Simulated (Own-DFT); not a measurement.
Si12O23 (quartz with two neutral oxygen vacancies, strained, atoms displaced) (calculated)

All values are calculated (Own-DFT development build). A calculation, not a measurement: plane-wave PBE and HSE06 DFT by an unreviewed code, no spin, of a simulated cell at Gamma alone, so results move with cell size and shape, stress positive in tension, energies less offsets, not probed for a lower state with spin; oxygen file: force components 24 meV/angstrom off all-electron in a glass; k mesh not checked against a denser one; forces and stress are PBE's, HSE06 gives the energy alone, and its difference from PBE has offsets of its own; offsets are fitted by least squares, one for each functional and potential file, so energies compare only between cells with the same atoms and settings and are not formation energies; the far tail of each file's local potential was reset to the Coulomb form; each entry is a single point on an unrelaxed cell, so the pressure reflects the starting lattice, mostly measured values (interpolated for alloys), from which strain is counted, and rises with the displacements; printed positions are rounded, which can move forces by about a meV/angstrom; the program, named Own-DFT, is a retired in-house code; no spin-orbit coupling.

Settings shared by all entries: first functional PBE; second functional HSE06; exact exchange share 0.25; screening 0.11 1/bohr; exchange divergence Gygi-Baldereschi; potential files PseudoDojo norm-conserving, scalar-relativistic, made for PBE, standard set; wave cutoff 48 hartree; occupations fixed; k mesh 1 x 1 x 1 centred on Gamma.

```yaml
- entry: 1
  formula: Si12O23
  kind: "quartz with two neutral oxygen vacancies, strained, atoms displaced"
  structure:
    cell_angstrom:
      - [9.9523, 0.1319, 0.1041]
      - [-4.862, 8.5897, -0.0011]
      - [0.1146, 0.0647, 10.9723]
    atoms_fractional:
      - [Si, 0.22718, 0.99817, 0.00376]
      - [Si, 0.0019, 0.22926, 0.33307]
      - [Si, 0.26169, 0.26021, 0.16627]
      - [O, 0.20063, 0.13029, 0.05805]
      - [O, 0.43147, 0.29067, 0.22562]
      - [O, 0.06854, 0.3599, 0.44134]
      - [O, 0.13193, 0.20587, 0.2753]
      - [O, 0.2944, 0.42999, 0.10449]
      - [Si, 0.23684, 0.0003, 0.49769]
      - [Si, 0.99997, 0.23898, 0.83431]
      - [Si, 0.26349, 0.26299, 0.66575]
      - [O, 0.21118, 0.13322, 0.55863]
      - [O, 0.42665, 0.29306, 0.72867]
      - [O, 0.36575, 0.06964, 0.89256]
      - [O, 0.07474, 0.36582, 0.94236]
      - [O, 0.13213, 0.20741, 0.77534]
      - [O, 0.29537, 0.42852, 0.60199]
      - [Si, 0.24003, 0.50245, 0.99854]
      - [Si, 0.0018, 0.73576, 0.3365]
      - [Si, 0.26344, 0.76733, 0.16768]
      - [O, 0.20989, 0.63649, 0.05707]
      - [O, 0.42423, 0.79459, 0.22677]
      - [O, 0.36453, 0.57212, 0.39055]
      - [O, 0.06887, 0.86242, 0.43628]
      - [O, 0.1345, 0.7122, 0.26798]
      - [O, 0.29036, 0.92594, 0.10186]
      - [Si, 0.23887, 0.49826, 0.49311]
      - [Si, 0.99845, 0.73769, 0.83238]
      - [Si, 0.26532, 0.76235, 0.66991]
      - [O, 0.2107, 0.63387, 0.56092]
      - [O, 0.43023, 0.78798, 0.72702]
      - [O, 0.37538, 0.57579, 0.8862]
      - [O, 0.07377, 0.86233, 0.94097]
      - [O, 0.13374, 0.70611, 0.77505]
      - [O, 0.29213, 0.92335, 0.60543]
      - [Si, 0.73625, 0.00141, 0.99546]
      - [Si, 0.49508, 0.23167, 0.32999]
      - [Si, 0.76635, 0.26695, 0.16864]
      - [O, 0.70602, 0.13332, 0.05403]
      - [O, 0.92773, 0.29569, 0.22643]
      - [O, 0.85909, 0.07299, 0.39351]
      - [O, 0.57074, 0.3687, 0.44366]
      - [O, 0.79616, 0.4236, 0.10896]
      - [Si, 0.73815, 0.99958, 0.4981]
      - [Si, 0.49576, 0.23418, 0.83238]
      - [Si, 0.76419, 0.2669, 0.65679]
      - [O, 0.70279, 0.12731, 0.55885]
      - [O, 0.92606, 0.29493, 0.72573]
      - [O, 0.86577, 0.07526, 0.89432]
      - [O, 0.57718, 0.36772, 0.93642]
      - [O, 0.62992, 0.20277, 0.77199]
      - [O, 0.78373, 0.42782, 0.60442]
      - [Si, 0.73911, 0.49872, 0.99502]
      - [Si, 0.50513, 0.74056, 0.33106]
      - [Si, 0.76315, 0.76087, 0.16877]
      - [O, 0.70907, 0.63368, 0.05785]
      - [O, 0.92831, 0.79004, 0.22781]
      - [O, 0.86736, 0.57802, 0.39479]
      - [O, 0.5773, 0.87109, 0.44161]
      - [O, 0.63957, 0.70949, 0.27555]
      - [O, 0.7978, 0.9277, 0.10319]
      - [Si, 0.72943, 0.50145, 0.49762]
      - [Si, 0.5055, 0.73378, 0.83242]
      - [Si, 0.76429, 0.76423, 0.66651]
      - [O, 0.70923, 0.62715, 0.56194]
      - [O, 0.92621, 0.79427, 0.72937]
      - [O, 0.86845, 0.57261, 0.89013]
      - [O, 0.5767, 0.86672, 0.94065]
      - [O, 0.62908, 0.69772, 0.77562]
      - [O, 0.78923, 0.92378, 0.60718]
  results:
    "PBE_energy_of_cell_above_offsets [eV]": "-21.718"
    "HSE06_less_PBE_above_offsets [eV]": "1.117"
    "PBE_pressure [GPa]": -0.54
    "PBE_stress_xx [GPa]": -0.09
    "PBE_stress_yy [GPa]": 1.31
    "PBE_stress_zz [GPa]": 0.4
    "PBE_stress_yz [GPa]": 1.61
    "PBE_stress_xz [GPa]": 2.5
    "PBE_stress_xy [GPa]": 3.36
    force_element: [Si, Si, Si, O, O, O, O, O, Si, Si, Si, O, O, O, O, O, O, Si, Si, Si, O, O, O, O, O, O, Si, Si, Si, O, O, O, O, O, O, Si, Si, Si, O, O, O, O, O, Si, Si, Si, O, O, O, O, O, O, Si, Si, Si, O, O, O, O, O, O, Si, Si, Si, O, O, O, O, O, O]
    "force_x [eV/angstrom]": [1.985, -4.181, 0.934, -1.158, -4.111, 1.058, 2.876, 1.268, 1.253, -0.959, 0.54, -1.066, -2.21, -1.058, 0.651, 0.84, 0.656, -0.668, -0.816, 1.641, 0.112, 0.428, 1.877, 1.154, -0.813, 0.585, -2.887, 1.326, 1.498, 0.3, -1.653, -1.746, -0.284, -0.379, -0.206, -0.487, 3.142, -0.815, -0.524, 0.9, 2.34, -0.308, -1.434, -1.773, 1.725, -0.024, -0.208, -0.941, 1.538, 0.262, 0.704, 1.143, -0.812, -1.322, 2.333, 0.256, -1.41, -0.003, -0.232, -1.345, -0.076, 2.121, -1.86, 0.358, -2.683, -1.518, 0.449, 0.108, 3.285, 0.324]
    "force_y [eV/angstrom]": [-1.137, 1.485, 1.614, 1.996, 0.445, 0.738, -0.475, -2.102, -0.704, -0.201, 1.031, 0.772, 0.193, 0.169, 0.88, 0.018, -1.443, 0.191, -1.263, -0.232, 0.577, -0.012, 2.111, 3.019, -0.897, -0.317, -0.766, -0.583, -0.107, -0.472, 0.353, -2.445, 0.482, 0.009, 0.057, -1.61, -1.138, -2.956, 1.57, -0.74, 1.323, -0.989, 2.4, -1.31, -0.756, -0.788, 1.038, -0.187, 1.297, 0.415, 0.568, -0.792, -0.96, -0.294, 1.641, -0.135, -0.009, -0.682, -1.353, -0.591, -0.946, -2.367, 2.051, -1.336, 4.226, 0.284, 0.401, -0.543, 0.344, -0.061]
    "force_z [eV/angstrom]": [-3.551, 1.088, -0.623, 1.659, -2.878, -0.023, -1.449, 1.528, -1.78, -0.008, 0.477, 0.822, -1.514, 0.923, 0.159, -0.844, 0.626, -2.123, -1.909, -2.411, 0.711, 0.357, -2.308, 2.486, 1.68, 1.275, 2.174, 0.98, -0.537, -0.354, -0.959, 2.383, 0.224, 0.138, -0.206, 1.585, 3.281, 0.437, 1.881, 0.945, -2.256, -1.549, -2.17, 1.664, 0.943, 3.033, 0.302, -0.587, -1.794, 0.46, -1.219, 0.37, 1.402, 1.298, -2.387, 0.496, -0.714, 0.062, -1.258, 1.097, 0.449, -1.867, 1.241, 0.658, 2.436, -1.265, -0.395, -0.675, -2.01, -0.104]
- entry: 2
  formula: Si12O23
  kind: "quartz with two neutral oxygen vacancies, strained, atoms displaced"
  structure:
    cell_angstrom:
      - [9.6626, 0.0229, -0.087]
      - [-4.8115, 8.4035, 0.0228]
      - [-0.0957, -0.0262, 10.9721]
    atoms_fractional:
      - [Si, 0.23133, 0.99596, 0.99773]
      - [Si, 0.00075, 0.23776, 0.33266]
      - [Si, 0.26521, 0.26535, 0.16889]
      - [O, 0.20304, 0.13819, 0.06084]
      - [O, 0.4275, 0.29677, 0.22807]
      - [O, 0.36362, 0.07145, 0.39477]
      - [O, 0.07541, 0.3726, 0.44537]
      - [O, 0.1335, 0.20691, 0.27813]
      - [O, 0.2907, 0.42639, 0.10681]
      - [Si, 0.23566, 0.99403, 0.49949]
      - [Si, 0.9968, 0.23355, 0.83486]
      - [Si, 0.26658, 0.26475, 0.66458]
      - [O, 0.20489, 0.13224, 0.5539]
      - [O, 0.42981, 0.29635, 0.72476]
      - [O, 0.37243, 0.07715, 0.89515]
      - [O, 0.07159, 0.37147, 0.94499]
      - [O, 0.13245, 0.2066, 0.77416]
      - [O, 0.29605, 0.42786, 0.60781]
      - [Si, 0.23916, 0.50071, 0.00465]
      - [Si, 0.00505, 0.73818, 0.32774]
      - [Si, 0.27314, 0.76768, 0.16541]
      - [O, 0.20547, 0.6337, 0.05362]
      - [O, 0.42967, 0.79445, 0.22657]
      - [O, 0.35991, 0.57129, 0.39221]
      - [O, 0.07582, 0.86852, 0.43921]
      - [O, 0.12802, 0.70429, 0.27263]
      - [O, 0.29321, 0.92213, 0.10808]
      - [Si, 0.23, 0.49874, 0.50093]
      - [Si, 0.00173, 0.73394, 0.83705]
      - [Si, 0.26326, 0.76421, 0.66753]
      - [O, 0.20547, 0.63634, 0.55812]
      - [O, 0.424, 0.78898, 0.72682]
      - [O, 0.36475, 0.57561, 0.89381]
      - [O, 0.07671, 0.86627, 0.94489]
      - [O, 0.13746, 0.71115, 0.77777]
      - [O, 0.29924, 0.92901, 0.61176]
      - [Si, 0.73686, 0.00443, 0.00233]
      - [Si, 0.50124, 0.2344, 0.3316]
      - [Si, 0.76672, 0.26549, 0.16377]
      - [O, 0.70496, 0.13209, 0.0563]
      - [O, 0.92789, 0.29361, 0.22617]
      - [O, 0.57717, 0.36693, 0.43304]
      - [O, 0.633, 0.20308, 0.27393]
      - [O, 0.7922, 0.42518, 0.11138]
      - [Si, 0.72992, 0.99796, 0.49974]
      - [Si, 0.4963, 0.23405, 0.83457]
      - [Si, 0.76374, 0.26889, 0.66705]
      - [O, 0.70813, 0.13313, 0.55781]
      - [O, 0.92595, 0.28738, 0.7291]
      - [O, 0.87191, 0.08085, 0.89428]
      - [O, 0.57715, 0.36745, 0.93879]
      - [O, 0.63188, 0.20283, 0.77261]
      - [O, 0.79285, 0.42827, 0.60889]
      - [Si, 0.73067, 0.49791, 0.99624]
      - [Si, 0.5027, 0.73577, 0.3327]
      - [Si, 0.76339, 0.76807, 0.16784]
      - [O, 0.70275, 0.62781, 0.05738]
      - [O, 0.92489, 0.79078, 0.23001]
      - [O, 0.86754, 0.57531, 0.39281]
      - [O, 0.63705, 0.71509, 0.2734]
      - [O, 0.79243, 0.92675, 0.11149]
      - [Si, 0.7294, 0.5045, 0.50328]
      - [Si, 0.49464, 0.73393, 0.8317]
      - [Si, 0.76508, 0.76262, 0.66787]
      - [O, 0.70674, 0.6268, 0.55961]
      - [O, 0.92956, 0.79363, 0.72644]
      - [O, 0.86465, 0.57618, 0.89079]
      - [O, 0.57755, 0.86946, 0.93748]
      - [O, 0.63112, 0.70739, 0.77851]
      - [O, 0.79331, 0.93318, 0.60583]
  results:
    "PBE_energy_of_cell_above_offsets [eV]": "-19.277"
    "HSE06_less_PBE_above_offsets [eV]": "-0.289"
    "PBE_pressure [GPa]": 10.49
    "PBE_stress_xx [GPa]": -13.75
    "PBE_stress_yy [GPa]": -11.83
    "PBE_stress_zz [GPa]": -5.9
    "PBE_stress_yz [GPa]": -0.33
    "PBE_stress_xz [GPa]": -3.82
    "PBE_stress_xy [GPa]": 2.66
    force_element: [Si, Si, Si, O, O, O, O, O, O, Si, Si, Si, O, O, O, O, O, O, Si, Si, Si, O, O, O, O, O, O, Si, Si, Si, O, O, O, O, O, O, Si, Si, Si, O, O, O, O, O, Si, Si, Si, O, O, O, O, O, O, Si, Si, Si, O, O, O, O, O, Si, Si, Si, O, O, O, O, O, O]
    "force_x [eV/angstrom]": [2.442, -1.532, -1.476, 1.057, 0.783, 1.218, -2.813, 1.892, 1.869, 0.07, 2.605, -1.897, -0.101, 0.813, -1.495, -0.268, 1.447, -0.316, -1.475, -1.997, -3.139, -0.819, 1.322, 0.828, -1.141, 5.224, -1.255, 2.894, -0.33, -0.617, -0.622, -0.193, 0.057, -2.717, 0.807, -0.511, 2.072, -0.072, -0.974, -1.744, 0.117, -0.631, 1.282, -1.289, 0.449, 1.95, 1.074, -1.992, -1.93, -1.471, -2.137, -0.537, -0.559, 3.397, -0.822, 1.603, -1.359, -1.797, -0.677, 1.28, -0.649, 6.761, 1.229, -2.084, -5.31, 0.476, -0.354, -0.549, 2.616, 2.015]
    "force_y [eV/angstrom]": [4.542, -2.273, -0.38, -2.058, 0.384, 0.602, -3.5, 0.069, -0.368, 1.913, 3.253, -1.663, 0.637, 0.24, -2.616, -1.311, 0.027, 1.189, 0.23, -1.518, -3.657, 2.15, 0.715, 0.638, -1.662, -0.109, 3.109, 2.462, 0.845, -0.923, 0.506, 0.987, -1.08, -2.91, -0.366, 1.163, -1.706, -1.379, -1.776, 2.074, 0.851, 0.759, -0.291, 2.431, -0.461, 1.124, -2.275, 1.975, 1.244, -3.97, -2.23, 0.036, 1.478, 1.476, 1.117, -2.844, 2.546, 1.355, -0.193, -1.311, 2.32, -5.056, 0.355, 0.879, 6.544, 0.304, -1.576, -0.254, -0.127, -2.686]
    "force_z [eV/angstrom]": [2.843, 3.993, 0.512, -1.398, -0.224, -1.131, -2.483, -1.139, 2.354, 1.105, 0.921, -0.031, 1.089, 0.382, 1.581, -1.183, -0.723, -0.409, -3.397, 4.657, 0.2, 1.975, 0.023, -0.523, -0.874, -2.877, -1.598, 1.265, -0.83, 0.011, 0.499, -1.265, 0.517, -1.837, -0.312, -0.626, -2.133, 0.476, 1.66, 1.32, -1.046, 1.436, -1.245, -2.204, -5.309, -1.694, 0.18, 1.349, -2.062, 2.571, -1.117, 0.445, -0.554, 2.133, 4.094, -0.786, 1.843, -2.472, 0.997, -0.239, -1.363, -5.363, 2.202, 0.108, 4.227, 0.261, 0.858, 0.047, -2.092, 2.403]
- entry: 3
  formula: Si12O23
  kind: "quartz with two neutral oxygen vacancies, strained, atoms displaced"
  structure:
    cell_angstrom:
      - [9.6468, -0.0153, 0.0627]
      - [-4.8366, 8.5251, 0.0201]
      - [0.069, 0.0654, 10.7572]
    atoms_fractional:
      - [Si, 0.2368, 0.99947, 0.00086]
      - [Si, 0.99992, 0.24191, 0.33468]
      - [Si, 0.26574, 0.26418, 0.16717]
      - [O, 0.21016, 0.13408, 0.05773]
      - [O, 0.42778, 0.29446, 0.22209]
      - [O, 0.36401, 0.06923, 0.39304]
      - [O, 0.07313, 0.36349, 0.44423]
      - [O, 0.13658, 0.20603, 0.27447]
      - [O, 0.29163, 0.43005, 0.10969]
      - [Si, 0.23699, 0.00167, 0.49849]
      - [Si, 0.00137, 0.2319, 0.8351]
      - [Si, 0.27484, 0.27144, 0.66942]
      - [O, 0.20922, 0.13211, 0.55834]
      - [O, 0.43574, 0.29324, 0.72549]
      - [O, 0.07492, 0.36084, 0.93913]
      - [O, 0.13009, 0.20515, 0.77352]
      - [O, 0.29582, 0.42545, 0.61009]
      - [Si, 0.23972, 0.5061, 0.00044]
      - [Si, 0.0, 0.73198, 0.33606]
      - [Si, 0.26006, 0.76906, 0.16553]
      - [O, 0.21448, 0.64265, 0.05743]
      - [O, 0.43454, 0.79823, 0.22864]
      - [O, 0.36816, 0.57071, 0.40067]
      - [O, 0.07526, 0.8667, 0.44374]
      - [O, 0.1329, 0.7133, 0.27649]
      - [O, 0.29488, 0.93301, 0.10105]
      - [Si, 0.23261, 0.4957, 0.50525]
      - [Si, 0.99438, 0.73363, 0.83002]
      - [Si, 0.25862, 0.76631, 0.66977]
      - [O, 0.20702, 0.63613, 0.55526]
      - [O, 0.42043, 0.79033, 0.72638]
      - [O, 0.36664, 0.57986, 0.89455]
      - [O, 0.07101, 0.86467, 0.94277]
      - [O, 0.13669, 0.7175, 0.77411]
      - [O, 0.29106, 0.92524, 0.60684]
      - [Si, 0.73178, 0.9985, 0.00144]
      - [Si, 0.49677, 0.23472, 0.33338]
      - [Si, 0.75688, 0.26276, 0.16745]
      - [O, 0.6989, 0.12674, 0.05864]
      - [O, 0.92128, 0.29079, 0.22162]
      - [O, 0.86458, 0.07666, 0.39561]
      - [O, 0.57213, 0.36917, 0.44387]
      - [O, 0.63198, 0.20495, 0.27313]
      - [O, 0.79047, 0.41913, 0.10068]
      - [Si, 0.7343, 0.00148, 0.50352]
      - [Si, 0.49819, 0.23349, 0.83069]
      - [Si, 0.76263, 0.26615, 0.66778]
      - [O, 0.70815, 0.13226, 0.56176]
      - [O, 0.92612, 0.28917, 0.72424]
      - [O, 0.86735, 0.07532, 0.89479]
      - [O, 0.56754, 0.36147, 0.93885]
      - [O, 0.78762, 0.42793, 0.61193]
      - [Si, 0.73388, 0.50052, 0.99751]
      - [Si, 0.50157, 0.73512, 0.33304]
      - [Si, 0.76045, 0.76589, 0.1662]
      - [O, 0.70685, 0.63076, 0.05744]
      - [O, 0.92682, 0.79734, 0.22348]
      - [O, 0.86042, 0.5702, 0.39116]
      - [O, 0.56989, 0.8671, 0.44482]
      - [O, 0.63021, 0.70473, 0.27794]
      - [O, 0.7913, 0.92529, 0.11021]
      - [Si, 0.72804, 0.50074, 0.50485]
      - [Si, 0.50091, 0.7329, 0.82927]
      - [Si, 0.76406, 0.76505, 0.66503]
      - [O, 0.70699, 0.63477, 0.56145]
      - [O, 0.92888, 0.79574, 0.72602]
      - [O, 0.86734, 0.57134, 0.89227]
      - [O, 0.57315, 0.86891, 0.93833]
      - [O, 0.63812, 0.70582, 0.77239]
      - [O, 0.79159, 0.93199, 0.60926]
  results:
    "PBE_energy_of_cell_above_offsets [eV]": "-20.108"
    "HSE06_less_PBE_above_offsets [eV]": "-0.485"
    "PBE_pressure [GPa]": 11.58
    "PBE_stress_xx [GPa]": -14.64
    "PBE_stress_yy [GPa]": -8.94
    "PBE_stress_zz [GPa]": -11.14
    "PBE_stress_yz [GPa]": 3.09
    "PBE_stress_xz [GPa]": 1.94
    "PBE_stress_xy [GPa]": 1.66
    force_element: [Si, Si, Si, O, O, O, O, O, O, Si, Si, Si, O, O, O, O, O, Si, Si, Si, O, O, O, O, O, O, Si, Si, Si, O, O, O, O, O, O, Si, Si, Si, O, O, O, O, O, O, Si, Si, Si, O, O, O, O, O, Si, Si, Si, O, O, O, O, O, O, Si, Si, Si, O, O, O, O, O, O]
    "force_x [eV/angstrom]": [-1.363, 0.375, -1.118, -1.259, 2.093, 1.879, -0.741, -1.785, 0.552, -0.78, -2.385, -1.01, -1.078, -2.313, 0.328, 3.904, -0.151, -1.832, -4.752, 3.244, -0.998, -3.185, 0.86, -1.171, 3.485, 3.219, -0.381, 0.544, 2.831, -0.734, 1.518, 1.308, -0.399, -1.182, 0.127, 0.674, -0.135, 2.077, -1.203, 1.732, 0.96, -1.418, -1.72, -0.419, -0.79, 4.047, -1.855, -1.917, 0.447, -0.127, 0.224, 0.255, -0.317, -2.731, 1.687, -1.512, 1.305, -0.005, -0.041, 3.221, -0.759, 2.274, -0.771, 1.113, -1.424, -1.184, 0.493, -0.477, -1.151, 1.795]
    "force_y [eV/angstrom]": [2.743, -1.845, 0.372, 1.221, 0.426, 1.376, 0.215, -0.317, -0.252, -1.502, 1.196, -3.834, 2.615, 1.743, 2.362, -0.351, 1.529, -2.758, 2.195, 0.734, 0.085, 0.241, 0.606, -1.531, -0.946, -2.25, 1.375, 1.279, -0.33, 0.423, 0.235, -0.693, -0.68, -1.988, 1.048, -0.262, 0.835, -1.019, 1.673, 0.478, 0.551, -2.151, -0.973, 1.432, -1.127, -4.089, -1.64, 1.909, 0.45, -1.631, 1.618, 1.092, -2.402, 0.246, -1.875, 1.784, -0.481, -0.486, -0.648, -0.914, 1.53, -0.667, 2.446, 2.374, 1.054, 0.697, -0.199, -1.513, -1.138, -1.695]
    "force_z [eV/angstrom]": [-5.903, -1.167, -2.355, 0.806, 1.081, -2.424, 0.306, 1.523, 0.428, 1.991, -0.34, -0.676, 1.804, -2.871, 1.662, -1.731, 0.076, 0.702, 0.922, 0.316, 0.188, -2.171, -1.439, -0.919, -1.469, 4.112, -0.218, 2.943, -4.271, 1.332, 0.234, -1.335, -0.662, 2.481, -0.069, -0.206, 0.917, -3.099, 1.348, 1.065, -1.27, -1.445, 2.355, -0.195, -1.673, 2.626, 2.256, 0.719, 0.324, 0.346, 1.062, -0.419, 0.014, 3.809, 0.174, 1.254, 1.215, 0.419, -0.542, -1.332, -0.918, -1.189, 0.851, -1.142, -0.023, -1.674, -0.926, -1.025, 1.639, 1.8]
- entry: 4
  formula: Si12O23
  kind: "quartz with two neutral oxygen vacancies, strained, atoms displaced"
  structure:
    cell_angstrom:
      - [9.6677, 0.0181, -0.1897]
      - [-4.8182, 8.6104, 0.2273]
      - [-0.2086, 0.1682, 10.8007]
    atoms_fractional:
      - [Si, 0.23548, 0.00126, 0.00095]
      - [Si, 0.00029, 0.23855, 0.3313]
      - [Si, 0.27066, 0.26859, 0.16987]
      - [O, 0.19807, 0.13012, 0.06162]
      - [O, 0.4246, 0.29239, 0.22629]
      - [O, 0.37034, 0.07746, 0.39324]
      - [O, 0.06843, 0.36023, 0.44093]
      - [O, 0.13183, 0.19927, 0.27699]
      - [O, 0.29403, 0.4269, 0.09972]
      - [Si, 0.22918, 0.00433, 0.5015]
      - [Si, 0.99828, 0.23777, 0.83649]
      - [Si, 0.26679, 0.26622, 0.66634]
      - [O, 0.2014, 0.1282, 0.55733]
      - [O, 0.42598, 0.29448, 0.7275]
      - [O, 0.36781, 0.0711, 0.89524]
      - [O, 0.07955, 0.37173, 0.9446]
      - [O, 0.13203, 0.20903, 0.77399]
      - [O, 0.28876, 0.42069, 0.60429]
      - [Si, 0.23416, 0.50153, 8.0e-05]
      - [Si, 0.0034, 0.73616, 0.32945]
      - [Si, 0.26315, 0.76648, 0.16764]
      - [O, 0.20587, 0.63361, 0.06075]
      - [O, 0.42173, 0.79416, 0.22468]
      - [O, 0.36744, 0.57394, 0.39043]
      - [O, 0.07228, 0.86708, 0.43808]
      - [O, 0.12391, 0.7006, 0.27227]
      - [O, 0.28797, 0.91728, 0.11257]
      - [Si, 0.23886, 0.5037, 0.4969]
      - [Si, 0.99986, 0.73697, 0.83191]
      - [Si, 0.2664, 0.765, 0.66802]
      - [O, 0.21148, 0.63637, 0.55458]
      - [O, 0.42568, 0.79577, 0.72514]
      - [O, 0.36444, 0.57667, 0.89311]
      - [O, 0.07398, 0.86931, 0.93805]
      - [O, 0.13406, 0.7105, 0.77318]
      - [O, 0.2941, 0.92906, 0.60441]
      - [Si, 0.73448, 0.00044, 0.00225]
      - [Si, 0.49483, 0.23359, 0.33323]
      - [Si, 0.76018, 0.26055, 0.17041]
      - [O, 0.70629, 0.12937, 0.05988]
      - [O, 0.9279, 0.29235, 0.22839]
      - [O, 0.86642, 0.071, 0.39173]
      - [O, 0.56677, 0.36307, 0.44027]
      - [O, 0.63331, 0.20463, 0.27354]
      - [O, 0.79505, 0.42521, 0.10753]
      - [Si, 0.72864, 0.99808, 0.50021]
      - [Si, 0.50279, 0.23466, 0.83388]
      - [Si, 0.7679, 0.26898, 0.6661]
      - [O, 0.70604, 0.1362, 0.5593]
      - [O, 0.92509, 0.29204, 0.72379]
      - [O, 0.86592, 0.07955, 0.89198]
      - [O, 0.57519, 0.36563, 0.94038]
      - [O, 0.63337, 0.20985, 0.77245]
      - [O, 0.79414, 0.43013, 0.60838]
      - [Si, 0.73606, 0.49763, 0.007]
      - [Si, 0.50468, 0.73609, 0.33368]
      - [Si, 0.76455, 0.765, 0.16586]
      - [O, 0.71578, 0.63722, 0.05864]
      - [O, 0.93054, 0.79481, 0.22682]
      - [O, 0.86853, 0.57113, 0.39863]
      - [O, 0.57571, 0.87066, 0.44619]
      - [O, 0.63639, 0.71033, 0.27084]
      - [O, 0.78909, 0.925, 0.10478]
      - [Si, 0.73064, 0.49389, 0.49982]
      - [Si, 0.50316, 0.73895, 0.82732]
      - [Si, 0.76301, 0.76705, 0.6665]
      - [O, 0.7096, 0.62903, 0.56083]
      - [O, 0.86515, 0.57529, 0.887]
      - [O, 0.57272, 0.86747, 0.93786]
      - [O, 0.79983, 0.92726, 0.60652]
  results:
    "PBE_energy_of_cell_above_offsets [eV]": "-19.243"
    "HSE06_less_PBE_above_offsets [eV]": "-0.093"
    "PBE_pressure [GPa]": 8.98
    "PBE_stress_xx [GPa]": -13.42
    "PBE_stress_yy [GPa]": -6.0
    "PBE_stress_zz [GPa]": -7.52
    "PBE_stress_yz [GPa]": 6.0
    "PBE_stress_xz [GPa]": -8.24
    "PBE_stress_xy [GPa]": 2.49
    force_element: [Si, Si, Si, O, O, O, O, O, O, Si, Si, Si, O, O, O, O, O, O, Si, Si, Si, O, O, O, O, O, O, Si, Si, Si, O, O, O, O, O, O, Si, Si, Si, O, O, O, O, O, O, Si, Si, Si, O, O, O, O, O, O, Si, Si, Si, O, O, O, O, O, O, Si, Si, Si, O, O, O, O]
    "force_x [eV/angstrom]": [-0.982, 3.217, -5.916, 0.882, 2.944, -1.405, 0.785, 0.716, 2.806, 2.075, 2.052, -2.31, -2.094, 1.193, 0.371, -2.507, 0.637, 0.37, -0.767, -1.14, -1.154, -0.346, 3.972, 0.757, -0.062, 3.7, -2.242, -2.299, -2.712, -3.099, -0.344, 0.577, 0.608, -0.193, 0.735, 0.924, -1.541, 3.259, 1.214, -1.266, -2.697, -0.741, -0.105, -1.696, 2.171, 2.899, -0.244, -2.366, -0.02, 1.941, -0.602, -0.122, 1.416, 1.295, -1.508, -1.201, 1.117, -0.715, -2.323, 0.288, -2.519, -0.351, 2.206, -0.873, 4.199, 1.486, -1.218, -0.761, -0.055, -0.313]
    "force_y [eV/angstrom]": [0.435, -2.936, -2.425, 0.468, 1.851, -2.109, 1.817, 0.946, -1.751, -2.022, 1.374, -3.144, 3.688, 0.584, 0.491, -3.315, -0.009, 1.492, 3.689, -1.093, -6.307, 0.429, 0.477, 0.228, -0.356, -0.588, 5.555, -1.179, 1.128, -0.544, 0.821, 1.619, 0.771, -0.314, -0.513, -0.84, 0.633, 0.492, -0.77, 2.057, 1.61, 0.07, -0.115, -0.35, -1.381, 4.615, 0.048, -2.013, -0.017, 1.186, -1.384, -0.097, -0.406, -0.746, 2.208, 1.386, -0.291, 0.221, 1.13, 0.892, -4.615, -0.641, -1.013, 2.051, -1.375, -3.492, 1.181, -1.59, 0.099, 1.996]
    "force_z [eV/angstrom]": [0.496, 3.947, -2.946, 0.483, -0.28, 1.309, 0.615, -0.708, 3.613, -2.978, 0.676, -0.278, 2.514, -0.112, -0.084, -2.472, -0.237, -0.079, -1.177, 5.402, 0.145, 0.466, 2.253, -0.476, -0.507, -1.453, -2.628, -0.373, -1.251, -2.995, 1.031, -1.074, -0.897, -0.152, -0.273, 1.229, -3.855, 1.796, -2.278, 1.538, -3.615, 0.41, -0.38, 1.402, 2.746, 0.59, 1.754, -1.181, 0.135, 0.556, 1.201, 0.225, -0.453, 1.524, -5.326, 0.835, -1.091, 0.527, -2.487, -1.224, -3.201, 0.952, 2.423, -1.429, 2.009, 3.414, 0.43, 2.061, -0.073, -0.68]
```
